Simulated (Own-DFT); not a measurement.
# Strain and stress in bcc W, 16 atoms (W16)

All numbers below are calculated, not measured. The program, named Own-DFT, is a retired in-house plane-wave density functional code that no person has reviewed. Each row is one single-point run on a periodic cell that was not relaxed, without spin or spin-orbit coupling.

Settings of every run: PBE; PseudoDojo norm-conserving scalar-relativistic files; cutoff 50 hartree; 5 x 5 x 5 k mesh centred on Gamma; cold (Marzari-Vanderbilt) smearing of 0.2 eV.

Known limits: forces on such cells failed a check on a denser k mesh; stress not checked against mesh or cutoff.

Unstrained cell vectors in Å: (6.330, 0.000, 0.000); (0.000, 6.330, 0.000); (0.000, 0.000, 6.330). The unstrained cell has measured lattice constants (interpolated for alloys), not those of this functional. That, the random moves and any unrelaxed bonds set the pressure at no strain. Each run strains this cell uniformly, with the atoms carried along. Every atom was also moved at random, by a Gaussian of width 0.05 Å on each axis. Strain is the symmetric tensor, in per cent. Stress is positive in tension, and the pressure is minus a third of its trace.

| run | e_xx (%) | e_yy (%) | e_zz (%) | e_yz (%) | e_xz (%) | e_xy (%) | s_xx (GPa) | s_yy (GPa) | s_zz (GPa) | s_yz (GPa) | s_xz (GPa) | s_xy (GPa) | P (GPa) | E (meV/atom) |
|---|---|---|---|---|---|---|---|---|---|---|---|---|---|---|
| 1 | -1.69 | 0.55 | -0.41 | 1.52 | -1.12 | 0.00 | -17.38 | -9.54 | -12.82 | 5.19 | -3.94 | 0.18 | 13.25 | 30.6 |
| 2 | -0.39 | 1.65 | 1.80 | 1.20 | 0.99 | -0.60 | -2.69 | 3.61 | 3.89 | 3.53 | 2.81 | -2.19 | -1.60 | 0.0 |
| 3 | -0.70 | -1.93 | -1.80 | 1.93 | -1.22 | 1.98 | -23.45 | -26.63 | -27.66 | 7.61 | -5.75 | 7.69 | 25.91 | 143.7 |
| 4 | -0.16 | 0.42 | -1.79 | 1.87 | 0.80 | -0.22 | -12.02 | -10.22 | -17.35 | 6.22 | 2.50 | -1.02 | 13.19 | 28.2 |
| 5 | 0.80 | -0.12 | 0.47 | 0.87 | -1.44 | -1.18 | -3.96 | -7.00 | -4.93 | 1.47 | -4.63 | -4.06 | 5.30 | 50.1 |
| 6 | -1.30 | -1.03 | -1.31 | 0.98 | -1.67 | 1.34 | -20.91 | -19.68 | -20.83 | 4.24 | -6.13 | 5.29 | 20.47 | 49.9 |
| 7 | -1.79 | 0.24 | 1.53 | -1.02 | 1.31 | -0.16 | -13.66 | -6.63 | -2.55 | -3.17 | 4.16 | -0.11 | 7.61 | 0.4 |
| 8 | 1.28 | -1.81 | -1.32 | 1.73 | -0.65 | -1.94 | -10.38 | -20.41 | -18.42 | 5.49 | -1.32 | -6.69 | 16.40 | 96.1 |
| 9 | -1.20 | 1.52 | 1.10 | -0.10 | 1.43 | -1.21 | -9.58 | -1.26 | -2.22 | 0.00 | 3.94 | -3.16 | 4.35 | 34.8 |
| 10 | 1.77 | 0.20 | 1.98 | -1.62 | -0.30 | 1.71 | 5.47 | 0.43 | 6.05 | -4.17 | -0.29 | 4.54 | -3.98 | 10.2 |
| 11 | -1.17 | -0.75 | -1.04 | -1.22 | -1.91 | -1.66 | -19.91 | -18.49 | -19.68 | -4.92 | -7.23 | -6.44 | 19.36 | 92.1 |
| 12 | 0.50 | 0.63 | 1.38 | 1.79 | -0.69 | -0.86 | -1.28 | -0.89 | 1.71 | 5.16 | -1.64 | -2.20 | 0.15 | 0.8 |
| 13 | -1.13 | -0.16 | 1.51 | -1.61 | -1.87 | 0.14 | -11.67 | -8.05 | -2.85 | -5.08 | -5.79 | -0.27 | 7.52 | 22.5 |
| 14 | 1.96 | -0.12 | 0.36 | 0.56 | 0.85 | -2.00 | 2.35 | -4.04 | -2.39 | 2.22 | 2.84 | -5.82 | 1.36 | 10.6 |
| 15 | 1.56 | 1.72 | -0.84 | 1.41 | -1.45 | -1.14 | ? | ? | ? | ? | ? | ? | ? | ? |

E is the free energy for each atom above the lowest run shown.

## Worked fit

Each stress component was fitted by least squares to a constant and the strains of the runs shown, as fractions, with shears doubled. Shear strains stay in the fit of a normal stress only where such slopes are resolved. The slopes, in GPa:

```
stress  at no strain  per e_xx  per e_yy  per e_zz  scatter
  s_xx          -9.0  534 ± 16  283 ± 25  227 ± 19     0.69
  s_yy          -8.9  198 ± 18  580 ± 30  235 ± 22     0.81
  s_zz          -8.9  212 ± 22  278 ± 36  556 ± 27     0.96
```

Each shear stress against twice its own strain: yz 158 ± 7, xz 158 ± 10, xy 167 ± 8 GPa. These are stiffnesses along x, y and z of the frame in which the cell vectors are given, which need not be the crystal's axes. The atoms are held to the strained lattice; where symmetry lets them move under strain, relaxing them would lower some slopes. The table should be nearly symmetric about its diagonal, and what it lacks of that shows the noise. A ninth of its sum, 345 ± 10 GPa, estimates the bulk modulus near the mean pressure of these runs, 9.2 GPa, so it lies above the value at zero pressure.

## Withheld run

Question: what normal stresses and pressure should run 15 give?

The fit gives s_xx = 2.3, s_yy = 2.2, s_zz = -5.5 and P = 0.4 GPa. The calculation gave 2.22, 2.43, -5.66 and P = 0.34 GPa.
